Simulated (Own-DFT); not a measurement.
SiC (3C silicon carbide, strained, atoms displaced), SiC (4H silicon carbide, atoms displaced), Si₃N₄ (beta silicon nitride, strained, atoms displaced), SiC (2H silicon carbide, atoms displaced) (calculated)

Computed with Own-DFT development build. A calculation, not a measurement: plane-wave PBE density functional theory by an unreviewed code, no spin, of a simulated periodic cell, stress positive in tension, free energy of the whole cell less one offset for each atom, forces on such cells passed a denser k mesh, this cell's mesh not checked; offsets are fitted by least squares, one for each functional and potential file, so energies compare only between cells with the same atoms and settings and are not formation energies; the far tail of each file's local potential was reset to the Coulomb form; each entry is a single point on an unrelaxed cell, so the pressure reflects the starting lattice, mostly measured values (interpolated for alloys), from which strain is counted, and rises with the displacements; printed positions are rounded, which can move forces by about a meV/angstrom; the program, named Own-DFT, is a retired in-house code; no spin-orbit coupling.

Common to all runs: functional PBE; potential files PseudoDojo norm-conserving, scalar-relativistic, standard set; wave cutoff 42 hartree; occupations Fermi-Dirac; smearing width 0.1 eV.

(1) SiC (3C silicon carbide, strained, atoms displaced)

```
SiC
1.0
     13.2499    -0.1608     0.1048
     -0.1072     8.7772     0.0844
      0.0699     0.0844     8.7510
Si C Si C Si C Si C Si C Si C Si C Si C Si C Si C Si C Si C
4 4 4 4 4 4 4 4 4 4 4 4 4 4 4 4 4 4 4 4 4 4 4 4
Direct
  0.00095 0.00645 0.99792
  0.99703 0.25665 0.24208
  0.16980 0.99805 0.24753
  0.16953 0.24543 0.00237
  0.08086 0.12796 0.12267
  0.08938 0.37933 0.37229
  0.24247 0.12133 0.36897
  0.24034 0.37876 0.14424
  0.99640 0.00068 0.50107
  0.99856 0.25558 0.74712
  0.16797 0.99602 0.74526
  0.16145 0.25046 0.49030
  0.08349 0.13241 0.62562
  0.08855 0.38547 0.87337
  0.25297 0.12264 0.88104
  0.25522 0.37445 0.61883
  0.99685 0.50217 0.00039
  0.99935 0.75832 0.25386
  0.16443 0.50733 0.25939
  0.16098 0.74880 0.00583
  0.08530 0.62345 0.12247
  0.08398 0.87122 0.37795
  0.24140 0.61889 0.36882
  0.25360 0.88601 0.11524
  0.99128 0.50393 0.50345
  0.99871 0.75563 0.74292
  0.16130 0.50036 0.74663
  0.16122 0.74436 0.48889
  0.08485 0.62195 0.61992
  0.08422 0.87420 0.88328
  0.24948 0.63320 0.87895
  0.24264 0.86927 0.63056
  0.33627 0.99768 0.99283
  0.33366 0.24267 0.24880
  0.50358 0.00820 0.25868
  0.50443 0.25487 0.99876
  0.41882 0.11921 0.12541
  0.41969 0.37376 0.37950
  0.58131 0.12878 0.38055
  0.58281 0.38142 0.11735
  0.33089 0.99905 0.50025
  0.33357 0.26243 0.74498
  0.49800 0.00398 0.75140
  0.50194 0.25687 0.50709
  0.41707 0.11990 0.62703
  0.41649 0.38276 0.86736
  0.58931 0.13072 0.87896
  0.57922 0.37360 0.62516
  0.33178 0.50315 0.00352
  0.33004 0.74797 0.24232
  0.49970 0.50735 0.24972
  0.50313 0.75208 0.99942
  0.41751 0.62549 0.12757
  0.41925 0.87151 0.37991
  0.58916 0.62122 0.36967
  0.58694 0.87831 0.12157
  0.32875 0.49905 0.50688
  0.33708 0.75332 0.74727
  0.49946 0.50070 0.74207
  0.49629 0.75132 0.50783
  0.41944 0.62423 0.61902
  0.41623 0.87509 0.86967
  0.58360 0.63285 0.87867
  0.59060 0.86893 0.61767
  0.66560 0.99985 0.99713
  0.66780 0.25196 0.24568
  0.83210 0.99752 0.25517
  0.84103 0.24853 0.99743
  0.75362 0.12129 0.13454
  0.74954 0.37649 0.36066
  0.91745 0.12477 0.37350
  0.91183 0.36212 0.12244
  0.66211 0.99983 0.51893
  0.66594 0.25404 0.75873
  0.82317 0.99869 0.75654
  0.82657 0.24585 0.49647
  0.75942 0.12832 0.62429
  0.74871 0.37404 0.88258
  0.92755 0.13271 0.88296
  0.91732 0.38474 0.62961
  0.66663 0.48813 0.00320
  0.66053 0.76298 0.25291
  0.82969 0.48852 0.24697
  0.83343 0.74920 0.99583
  0.74467 0.62922 0.13319
  0.75312 0.87513 0.36507
  0.91856 0.61711 0.37445
  0.92000 0.88162 0.12372
  0.66904 0.49788 0.49055
  0.67081 0.74697 0.74168
  0.83316 0.49782 0.75439
  0.83742 0.76117 0.50380
  0.74888 0.61576 0.62398
  0.74744 0.88593 0.88762
  0.91853 0.63107 0.87072
  0.91372 0.87838 0.63589
```

Here we set hardware one NVIDIA H200 and k mesh 3 x 4 x 4 centred on Gamma.

The calculation gives: free energy of cell above offsets -6.338 eV; pressure 1.04 GPa; stress xx 0.59 GPa; stress yy -1.73 GPa; stress zz -2 GPa; stress yz 6.49 GPa; stress xz 4.5 GPa; stress xy -6.96 GPa; wall time 556.9 s.

Force:
| element | x (eV/Å) | y (eV/Å) | z (eV/Å) |
| --- | --- | --- | --- |
| Si | 1.108 | -1.149 | 0.745 |
| Si | 1.948 | -1.355 | 1.568 |
| Si | -1.508 | 0.269 | -0.93 |
| Si | -0.348 | 1.565 | 0.096 |
| C | 0.474 | -0.527 | 0.742 |
| C | -4.169 | -0.684 | 0.957 |
| C | 2.028 | 0.223 | 1.549 |
| C | 2.892 | -1.142 | -2.797 |
| Si | 1.13 | 0.92 | 0.139 |
| Si | 1.573 | 0.44 | 0.318 |
| Si | -0.794 | 1.167 | 1.772 |
| Si | 1.528 | -0.013 | 0.774 |
| C | -0.546 | -1.261 | -0.113 |
| C | -2.208 | -2.397 | 1.24 |
| C | -0.167 | 1.043 | -1.775 |
| C | -3.393 | -0.798 | 1.248 |
| Si | 1.205 | -0.036 | -0.257 |
| Si | -0.116 | -1.595 | -1.347 |
| Si | -1.216 | -1.362 | -3.197 |
| Si | 2.214 | 1.064 | -1.683 |
| C | -1.96 | -0.168 | 1.939 |
| C | -0.876 | 1.323 | -0.525 |
| C | 3.365 | 2.748 | 2.19 |
| C | -1.486 | -2.571 | 1.949 |
| Si | 3.263 | -0.402 | -0.938 |
| Si | 1.858 | -0.65 | 1.533 |
| Si | 2.854 | 1.421 | -0.236 |
| Si | 1.453 | 0.342 | 1.853 |
| C | -1.795 | 0.629 | 0.285 |
| C | -0.95 | 0.586 | -1.79 |
| C | 0.172 | -0.99 | -0.658 |
| C | 1.821 | -0.237 | -2.1 |
| Si | 0.619 | 1.18 | 0.122 |
| Si | -0.294 | 1.48 | 0.388 |
| Si | -0.794 | -1.473 | -1.182 |
| Si | -1.649 | -0.311 | -0.112 |
| C | 0.214 | 0.918 | -0.471 |
| C | -0.923 | 0.363 | -0.458 |
| C | 1.318 | 0.492 | 0.713 |
| C | -1.311 | -1.945 | 2.492 |
| Si | -0.375 | -0.341 | 0.015 |
| Si | 0.151 | -2.531 | 1.159 |
| Si | 1.237 | -0.226 | -0.125 |
| Si | -1.37 | -1.706 | -1.545 |
| C | -0.451 | 1.354 | -0.328 |
| C | -0.055 | -0.82 | 1.571 |
| C | -1.918 | -1.308 | -0.308 |
| C | 2.514 | 0.718 | 0.648 |
| Si | -0.787 | -0.322 | -0.069 |
| Si | 0.548 | 0.677 | 0.969 |
| Si | 0.286 | -1.165 | 0.325 |
| Si | -0.669 | 0.165 | 0.152 |
| C | -0.217 | 0.434 | -0.57 |
| C | -1.119 | 0.529 | -0.647 |
| C | -1.912 | 1.038 | 1.172 |
| C | -2.071 | 0.472 | 0.936 |
| Si | 1.998 | 1.271 | -3.215 |
| Si | -1.7 | -0.908 | 0.232 |
| Si | 0.755 | 1.285 | 1.335 |
| Si | 2.138 | -0.067 | -2.548 |
| C | -1.844 | -0.25 | 1.446 |
| C | 1.146 | -0.118 | 0.818 |
| C | 0.582 | -1.697 | -1.402 |
| C | -3.113 | -1.012 | 3.061 |
| Si | 0.578 | 1.641 | 2.187 |
| Si | -0.722 | -0.951 | -0.199 |
| Si | 1.741 | 1.119 | -1.822 |
| Si | -2.552 | -1.581 | 0.092 |
| C | -0.939 | 0.76 | -2.077 |
| C | -1.35 | -2.01 | 3.559 |
| C | -0.494 | 0.361 | 0.505 |
| C | 1.148 | 3.603 | 0.459 |
| Si | 3.034 | 2.541 | -4.738 |
| Si | 1.076 | 0.601 | -1.922 |
| Si | 3.61 | 1.397 | 0.026 |
| Si | 3.151 | 2.091 | -1.534 |
| C | -4.162 | -1.191 | 2.136 |
| C | 1.206 | -0.544 | -0.747 |
| C | -2.944 | -0.55 | -1.947 |
| C | -1.899 | -2.343 | -0.002 |
| Si | 0.984 | 4.46 | -0.811 |
| Si | 2.107 | -1.811 | -0.637 |
| Si | 1.771 | 3.669 | -1.434 |
| Si | -0.07 | 0.485 | 1.905 |
| C | 1.142 | -0.958 | -1.496 |
| C | -1.518 | -0.46 | 3.675 |
| C | -1.346 | 1.695 | -0.568 |
| C | -1.171 | -0.858 | 0.367 |
| Si | -0.458 | 0.15 | 0.636 |
| Si | -0.686 | -0.243 | 1.842 |
| Si | -0.136 | 0.782 | -0.295 |
| Si | -1.397 | -2.429 | -1.388 |
| C | 0.928 | 1.121 | -0.059 |
| C | 0.489 | -2.711 | -2.328 |
| C | -1.127 | -0.99 | 0.53 |
| C | -0.284 | 0.575 | -1.041 |

(2) SiC (4H silicon carbide, atoms displaced)

```
SiC
1.0
     12.3308     0.0000     0.0000
     -6.1654    10.6788     0.0000
      0.0000     0.0000    10.0681
Si C Si C Si C Si C Si C Si C Si C Si C Si C Si C Si C Si C Si C Si C Si C Si C Si C Si C Si C Si C Si C Si C Si C Si C Si C Si C Si C Si C Si C Si C Si C Si C
2 2 2 2 2 2 2 2 2 2 2 2 2 2 2 2 2 2 2 2 2 2 2 2 2 2 2 2 2 2 2 2 2 2 2 2 2 2 2 2 2 2 2 2 2 2 2 2 2 2 2 2 2 2 2 2 2 2 2 2 2 2 2 2
Direct
  0.00158 0.00300 0.40160
  0.08577 0.16627 0.15529
  0.99919 0.99841 0.08817
  0.09013 0.17480 0.33946
  0.99901 0.25214 0.40742
  0.08930 0.41596 0.15620
  0.00160 0.24918 0.09128
  0.08323 0.41654 0.34227
  0.99791 0.49977 0.40315
  0.08522 0.66863 0.15966
  0.00034 0.50220 0.09709
  0.08778 0.67387 0.34308
  0.00145 0.75259 0.40987
  0.08209 0.91859 0.15378
  0.00298 0.75360 0.09335
  0.08362 0.91737 0.33649
  0.25142 0.00071 0.40015
  0.33166 0.16806 0.15258
  0.25491 0.00437 0.09238
  0.33162 0.16481 0.34527
  0.24799 0.24916 0.40919
  0.33382 0.41956 0.15403
  0.25250 0.24801 0.09965
  0.32957 0.41350 0.34795
  0.25030 0.50104 0.40848
  0.33015 0.66199 0.15539
  0.24977 0.50104 0.09229
  0.33417 0.66776 0.34149
  0.25045 0.75480 0.40519
  0.33521 0.92009 0.15516
  0.24971 0.74924 0.10098
  0.33583 0.92088 0.34052
  0.49857 0.99709 0.40544
  0.58029 0.16451 0.16255
  0.50111 0.00400 0.09080
  0.57869 0.16520 0.34176
  0.49263 0.24598 0.40482
  0.58057 0.41623 0.15187
  0.49956 0.24992 0.09147
  0.58294 0.41690 0.34549
  0.49725 0.49882 0.40817
  0.57990 0.66480 0.16013
  0.49756 0.49846 0.09708
  0.58219 0.66661 0.34802
  0.49808 0.74972 0.40800
  0.58016 0.91113 0.15662
  0.49627 0.74907 0.09665
  0.58667 0.91903 0.34769
  0.75131 0.00102 0.40406
  0.83581 0.16895 0.15336
  0.75165 0.00045 0.09790
  0.82746 0.16344 0.33984
  0.74703 0.25228 0.40685
  0.82743 0.40993 0.15306
  0.75376 0.25016 0.09123
  0.83089 0.41294 0.34352
  0.74945 0.49875 0.40929
  0.83765 0.66979 0.16006
  0.74780 0.49864 0.09604
  0.83291 0.66502 0.34388
  0.74487 0.74994 0.39939
  0.83005 0.91606 0.15646
  0.75271 0.75304 0.09329
  0.83150 0.91514 0.33997
  0.00113 0.00131 0.90431
  0.91676 0.83890 0.65543
  0.00148 0.00026 0.59486
  0.91532 0.83457 0.84580
  0.00306 0.75158 0.91034
  0.91745 0.58553 0.65750
  0.00317 0.75016 0.58850
  0.91727 0.58363 0.83915
  0.00349 0.49856 0.91127
  0.91689 0.33348 0.65502
  0.00237 0.49884 0.59122
  0.91764 0.33273 0.84496
  0.99871 0.25112 0.91295
  0.92114 0.08321 0.65675
  0.99704 0.24891 0.59347
  0.91580 0.08352 0.83925
  0.74863 0.99667 0.90618
  0.66727 0.82889 0.65191
  0.75008 0.00028 0.59622
  0.66988 0.83437 0.84782
  0.75121 0.74783 0.90942
  0.66441 0.58174 0.65974
  0.74777 0.74995 0.59473
  0.66370 0.58353 0.84252
  0.75042 0.49766 0.90478
  0.66686 0.33433 0.65480
  0.74915 0.49860 0.59071
  0.66443 0.33470 0.84418
  0.75056 0.24802 0.90621
  0.67046 0.08840 0.65422
  0.74932 0.24492 0.59515
  0.66723 0.08328 0.84307
  0.50056 0.00097 0.90747
  0.41883 0.83351 0.65532
  0.49680 0.99827 0.59513
  0.41554 0.83193 0.84135
  0.49822 0.74886 0.90468
  0.41561 0.58318 0.65708
  0.50433 0.75273 0.59437
  0.41662 0.58071 0.83944
  0.49723 0.49942 0.90068
  0.41609 0.33351 0.65790
  0.50229 0.49825 0.58788
  0.41766 0.33872 0.84972
  0.50233 0.25061 0.90849
  0.42013 0.08697 0.65677
  0.49900 0.24840 0.59426
  0.41919 0.08998 0.84079
  0.25223 0.99684 0.90750
  0.16455 0.83125 0.65261
  0.25125 0.00018 0.59322
  0.16547 0.82988 0.84440
  0.25002 0.74944 0.90813
  0.16250 0.57762 0.65822
  0.24639 0.74427 0.59159
  0.17166 0.58619 0.84609
  0.25189 0.50213 0.90615
  0.16636 0.32780 0.65567
  0.25119 0.50060 0.58818
  0.16920 0.33355 0.84344
  0.24933 0.25213 0.90797
  0.16775 0.08957 0.65060
  0.25068 0.24926 0.59035
  0.16224 0.08596 0.84306
```

It was run with hardware one NVIDIA H200 and k mesh 3 x 3 x 3 centred on Gamma.

Results for SiC (4H silicon carbide, atoms displaced): free energy of cell above offsets -19.114 eV; pressure 3.75 GPa; stress xx -2.49 GPa; stress yy -3.51 GPa; stress zz -5.25 GPa; stress yz -0.06 GPa; stress xz -0.17 GPa; stress xy -0.19 GPa; wall time 508.2 s.

Force:
| element | x (eV/Å) | y (eV/Å) | z (eV/Å) |
| --- | --- | --- | --- |
| Si | -0.01 | -0.198 | 0.147 |
| Si | -0.263 | -0.315 | -0.432 |
| C | -0.429 | 0.625 | 1.188 |
| C | -1.47 | -1.635 | 1.044 |
| Si | -0.129 | -0.549 | -0.771 |
| Si | -2.015 | -0.039 | 0.133 |
| C | 0.278 | 0.312 | 1.317 |
| C | -0.007 | 0.354 | 0.317 |
| Si | 0.604 | 0.549 | -0.109 |
| Si | -0.519 | -0.028 | -0.478 |
| C | 0.396 | -0.698 | 0.02 |
| C | -0.722 | -1.343 | 0.579 |
| Si | -0.336 | -0.171 | -1.906 |
| Si | 0.754 | 0.11 | -0.582 |
| C | 0.126 | -0.648 | 0.429 |
| C | -0.158 | 0.232 | 1.456 |
| Si | -0.489 | -0.254 | 1.188 |
| Si | 1.602 | -0.274 | 1.137 |
| C | -0.84 | -0.936 | 0.088 |
| C | -0.818 | 0.405 | -0.835 |
| Si | 0.9 | 0.368 | -1.286 |
| Si | 0.223 | -1.092 | 1.307 |
| C | -1.664 | 1.37 | -1.628 |
| C | 0.257 | 0.929 | -0.809 |
| Si | -0.15 | -0.035 | -1.135 |
| Si | -0.096 | 1.391 | 0.682 |
| C | 0.716 | -0.452 | -0.343 |
| C | -0.352 | -0.206 | 0.652 |
| Si | 0.833 | -0.696 | -0.034 |
| Si | 0.226 | -0.501 | -0.114 |
| C | 0.214 | 0.46 | -1.516 |
| C | 0.109 | -0.653 | 0.352 |
| Si | 0.101 | 0.766 | 0.525 |
| Si | 0.508 | 0.814 | -1.987 |
| C | 0.451 | -1.105 | 0.824 |
| C | 0.41 | 0.11 | 1.56 |
| Si | 1.021 | 1.174 | 0.304 |
| Si | 0.523 | -0.077 | 1.339 |
| C | 0.147 | -0.083 | 0.787 |
| C | -0.301 | -0.47 | -0.485 |
| Si | 0.478 | -0.247 | -1.155 |
| Si | 0.627 | 0.383 | -0.573 |
| C | -0.119 | 0.804 | -1.307 |
| C | -0.811 | -0.402 | -0.722 |
| Si | 0.249 | 0.35 | -0.238 |
| Si | -0.07 | 1.759 | 0.327 |
| C | 0.485 | -0.801 | -0.937 |
| C | -0.764 | -1.029 | -0.773 |
| Si | 0.006 | -0.07 | 0.913 |
| Si | -0.12 | -0.731 | 0.578 |
| C | -0.859 | -0.084 | -1.117 |
| C | 0.734 | 1.337 | 0.699 |
| Si | 0.575 | -1.385 | -0.23 |
| Si | 0.522 | 1.655 | 0.657 |
| C | -1.145 | -0.853 | 0.247 |
| C | -0.199 | 0.884 | -0.055 |
| Si | -0.357 | 0.03 | -1.366 |
| Si | -0.486 | -0.668 | -0.817 |
| C | 0.354 | 0.511 | -0.802 |
| C | -0.091 | 0.503 | 0.765 |
| Si | 1.722 | -0.157 | 1.522 |
| Si | 1.036 | 0.362 | -0.696 |
| C | -0.428 | -1.261 | 0.849 |
| C | 0.35 | 0.618 | 0.781 |
| Si | -0.926 | -0.082 | -0.257 |
| Si | 0.633 | -1.706 | 0.373 |
| C | -0.065 | 0.681 | -1.495 |
| C | 0.975 | -0.32 | -0.417 |
| Si | -0.929 | -0.397 | -1.186 |
| Si | 0.318 | -0.546 | -1.171 |
| C | -1.47 | 0.235 | 1.621 |
| C | 0.381 | 0.016 | 1.709 |
| Si | -0.88 | 0.56 | -0.783 |
| Si | 0.021 | -0.108 | 0.408 |
| C | -1.312 | -0.188 | 0.222 |
| C | -0.187 | 0.392 | -0.011 |
| Si | 0.87 | -0.723 | -2.569 |
| Si | -1.741 | -0.059 | -0.394 |
| C | 1.051 | 0.078 | -0.042 |
| C | 0.183 | 0.27 | 1.627 |
| Si | 0.186 | 0.946 | 0.032 |
| Si | -0.698 | 1.856 | 1.571 |
| C | 0.67 | -0.131 | -0.845 |
| C | -0.649 | -1.24 | -0.764 |
| Si | -0.647 | 0.519 | -0.609 |
| Si | 0.473 | 0.376 | -1.29 |
| C | 1.32 | -0.507 | -1.091 |
| C | 0.83 | -0.356 | 0.842 |
| Si | -0.479 | 0.896 | 0.378 |
| Si | 0.057 | -0.526 | 0.241 |
| C | 0.244 | 0.543 | 1.284 |
| C | 1.189 | -0.516 | -0.275 |
| Si | -0.545 | 0.34 | -0.425 |
| Si | -0.227 | -2.719 | 0.729 |
| C | -0.696 | 2.398 | -0.729 |
| C | -0.089 | -0.122 | 0.233 |
| Si | -0.045 | 0.232 | -1.148 |
| Si | -0.82 | -0.37 | -0.142 |
| C | 0.798 | 0.7 | -0.479 |
| C | -0.039 | 0.417 | 0.884 |
| Si | 0.754 | 0.335 | 0.138 |
| Si | 0.488 | -0.026 | -1.384 |
| C | -0.858 | -1.038 | -0.048 |
| C | -0.704 | 0.803 | 1.044 |
| Si | 0.655 | 0.881 | 1.645 |
| Si | 0.505 | 0.073 | 0.002 |
| C | -1.044 | 0.188 | 2.029 |
| C | 0.324 | -1.878 | -1.171 |
| Si | -0.911 | 0.417 | -0.515 |
| Si | -0.606 | -1.142 | -0.378 |
| C | -0.089 | 0.737 | -0.34 |
| C | 0.278 | -1.406 | 0.881 |
| Si | -1.104 | 1.148 | -1.121 |
| Si | 0.92 | 0.628 | 0.558 |
| C | -0.422 | 0.196 | -0.379 |
| C | 0.239 | 0.601 | -0.175 |
| Si | 0.126 | 0.356 | 0.261 |
| Si | 0.901 | 0.997 | -0.592 |
| C | 0.428 | 0.868 | 0.409 |
| C | -0.685 | -0.921 | -0.124 |
| Si | 0.207 | -0.648 | -0.647 |
| Si | -0.891 | 1.378 | -0.182 |
| C | -0.16 | -0.693 | 2.033 |
| C | -1.075 | 0.38 | 0.439 |
| Si | 0.619 | -0.66 | 0.282 |
| Si | 1.163 | -2.048 | 1.398 |
| C | -0.087 | 0.654 | 0.701 |
| C | 1.953 | -0.037 | -0.268 |

(3) Si₃N₄ (beta silicon nitride, strained, atoms displaced)

```
Si3N4
1.0
      7.5360    -0.1040     0.0519
     -3.8580     6.5080    -0.0953
      0.0596    -0.0918     8.6856
Si N Si N Si N
6 8 6 8 6 8
Direct
  0.17335 0.78172 0.08073
  0.22555 0.40143 0.07767
  0.58555 0.83095 0.08203
  0.82786 0.23637 0.25601
  0.77833 0.59530 0.25136
  0.39350 0.16605 0.24185
  0.32867 0.02810 0.08134
  0.97429 0.30303 0.08491
  0.68837 0.65393 0.09101
  0.66598 0.96189 0.25313
  0.03320 0.69957 0.25545
  0.30575 0.33408 0.25357
  0.32850 0.66160 0.08888
  0.67115 0.33932 0.24757
  0.16576 0.76737 0.42040
  0.23377 0.40664 0.41845
  0.59852 0.83937 0.41892
  0.82212 0.23406 0.58460
  0.78520 0.60668 0.58258
  0.41269 0.17601 0.58094
  0.34226 0.02978 0.40939
  0.97173 0.30309 0.41909
  0.72237 0.68973 0.41211
  0.66212 0.95756 0.57868
  0.03206 0.70581 0.58276
  0.29889 0.33190 0.58421
  0.33819 0.66318 0.41196
  0.67076 0.33636 0.58251
  0.17776 0.76512 0.74750
  0.22915 0.41980 0.75002
  0.60758 0.84275 0.74517
  0.82836 0.22912 0.91683
  0.78903 0.60864 0.92093
  0.41649 0.17705 0.91617
  0.33469 0.03551 0.75256
  0.96449 0.29925 0.74971
  0.70558 0.67503 0.75069
  0.67480 0.97014 0.91491
  0.03531 0.69541 0.92468
  0.28254 0.32419 0.91966
  0.33492 0.67366 0.75522
  0.67478 0.33722 0.91648
```

Here we set k mesh 3 x 3 x 3 centred on Gamma.

It finds free energy of cell above offsets -2.697 eV; pressure 17.22 GPa; stress xx -15.99 GPa; stress yy -18.76 GPa; stress zz -16.92 GPa; stress yz -5.69 GPa; stress xz 1.77 GPa; stress xy -8.97 GPa.

Force:
| element | x (eV/Å) | y (eV/Å) | z (eV/Å) |
| --- | --- | --- | --- |
| Si | 2.877 | -4.641 | 3.441 |
| Si | 1.692 | 1.526 | 3.795 |
| Si | 2.449 | -2.48 | 0.842 |
| Si | -0.596 | -0.554 | -1.573 |
| Si | -3.003 | 0.363 | -0.373 |
| Si | 1.309 | 3.377 | 2.958 |
| N | 0.36 | 2.249 | -1.973 |
| N | -2.774 | -1.57 | 0.38 |
| N | -0.249 | 2.073 | -1.945 |
| N | 0.007 | 3.557 | -1.228 |
| N | 1.094 | 0.851 | -2.067 |
| N | -0.592 | -0.954 | -1.727 |
| N | -1.757 | 1.677 | -0.853 |
| N | -0.128 | -2.716 | 0.185 |
| Si | 4.199 | 0.238 | -1.91 |
| Si | 1.056 | -0.096 | -0.105 |
| Si | 1.308 | -5.349 | -3.844 |
| Si | 0.769 | -0.493 | -0.69 |
| Si | -5.255 | -1.488 | -0.893 |
| Si | -2.232 | 0.297 | -0.003 |
| N | -0.652 | -0.107 | 1.249 |
| N | -0.626 | -0.354 | 0.826 |
| N | -0.562 | -0.078 | 2.285 |
| N | 0.031 | 5.631 | 3.285 |
| N | 2.765 | 0.723 | 1.792 |
| N | 0.579 | -0.515 | 0.431 |
| N | -2.446 | 1.328 | 0.952 |
| N | 0.23 | 1.08 | 0.052 |
| Si | -0.89 | 1.533 | 1.275 |
| Si | 2.7 | -2.995 | 0.427 |
| Si | 0.498 | -3.962 | 1.251 |
| Si | -0.527 | 1.684 | 1.402 |
| Si | -5.041 | -2.148 | 0.116 |
| Si | -2.565 | 1.675 | 0.276 |
| N | 0.027 | -1.478 | -1.633 |
| N | 0.182 | 0.358 | -0.449 |
| N | 0.434 | 0.546 | 0.508 |
| N | -0.299 | 0.138 | 0.916 |
| N | 1.216 | 0.894 | -3.554 |
| N | 2.931 | -1.308 | -3.326 |
| N | 1.076 | 1.044 | -0.424 |
| N | 0.404 | 0.443 | -0.074 |

(4) SiC (2H silicon carbide, atoms displaced)

```
SiC
1.0
      6.1654     0.0000     0.0000
     -3.0827     5.3394     0.0000
      0.0000     0.0000    10.0681
Si C Si C Si C Si C Si C Si C Si C Si C
2 2 2 2 2 2 2 2 2 2 2 2 2 2 2 2
Direct
  0.99540 0.00526 0.99723
  0.16797 0.33841 0.24899
  0.00712 0.00127 0.18836
  0.16075 0.32938 0.43498
  0.98940 0.99378 0.49474
  0.17151 0.32067 0.75169
  0.99256 0.00290 0.68524
  0.16955 0.33830 0.93959
  0.99354 0.49745 0.00038
  0.15942 0.83515 0.24903
  0.99397 0.50148 0.19253
  0.16104 0.83371 0.43991
  0.99607 0.49537 0.49958
  0.16495 0.83588 0.74614
  0.00082 0.50120 0.68377
  0.16434 0.83798 0.93540
  0.51082 0.01197 0.99925
  0.66472 0.33356 0.25191
  0.49811 0.99697 0.18902
  0.66328 0.33390 0.43429
  0.50443 0.01480 0.49921
  0.66311 0.31976 0.74946
  0.49529 0.00103 0.68238
  0.66358 0.33464 0.93222
  0.49638 0.49901 0.99896
  0.66723 0.83043 0.25094
  0.50541 0.50120 0.18731
  0.67409 0.83626 0.43900
  0.50466 0.50596 0.50190
  0.67621 0.82768 0.75132
  0.50633 0.49983 0.68518
  0.66362 0.83112 0.93516
```

It was run with hardware one NVIDIA H100 and k mesh 5 x 5 x 3 centred on Gamma.

It finds free energy of cell above offsets -4.615 eV; pressure 3.84 GPa; stress xx -2.05 GPa; stress yy -3.31 GPa; stress zz -6.15 GPa; stress yz -0.2 GPa; stress xz -0.02 GPa; stress xy -0.48 GPa; wall time 118.4 s.

Force:
| element | x (eV/Å) | y (eV/Å) | z (eV/Å) |
| --- | --- | --- | --- |
| Si | 1.096 | -0.706 | 0.673 |
| Si | 0.142 | -0.348 | 0.077 |
| C | -1.729 | 0.588 | -0.757 |
| C | 0.597 | 0.573 | 0.545 |
| Si | 1.497 | 1.393 | 0.966 |
| Si | -1.366 | 2.136 | -0.834 |
| C | 1.322 | -0.519 | -0.171 |
| C | -0.592 | -0.443 | -0.312 |
| Si | 0.127 | 1.217 | -0.143 |
| Si | 1.362 | -0.213 | 0.665 |
| C | 0.536 | -0.215 | -1.241 |
| C | 0.75 | -0.076 | -0.577 |
| Si | 0.222 | 0.543 | -0.369 |
| Si | 0.089 | -0.616 | 0.065 |
| C | 0.388 | -0.781 | 1.219 |
| C | 0.438 | -0.072 | 0.325 |
| Si | -1.216 | -1.609 | 0.043 |
| Si | 0.028 | -0.555 | -0.586 |
| C | 0.172 | 0.294 | -0.204 |
| C | 0.04 | 0.729 | 0.766 |
| Si | -0.131 | -1.9 | -0.475 |
| Si | 0.305 | 1.555 | -1.094 |
| C | 0.948 | -0.785 | 1.073 |
| C | 0.292 | 0.158 | 1.123 |
| Si | 0.536 | 0.375 | 0.317 |
| Si | 0.055 | 0.619 | -0.244 |
| C | -0.698 | -0.078 | -0.19 |
| C | -2.194 | -0.556 | -0.597 |
| Si | -0.722 | -0.774 | -0.883 |
| Si | -2.156 | 0.23 | -0.839 |
| C | -0.118 | -0.585 | 1.049 |
| C | -0.018 | 0.419 | 0.613 |
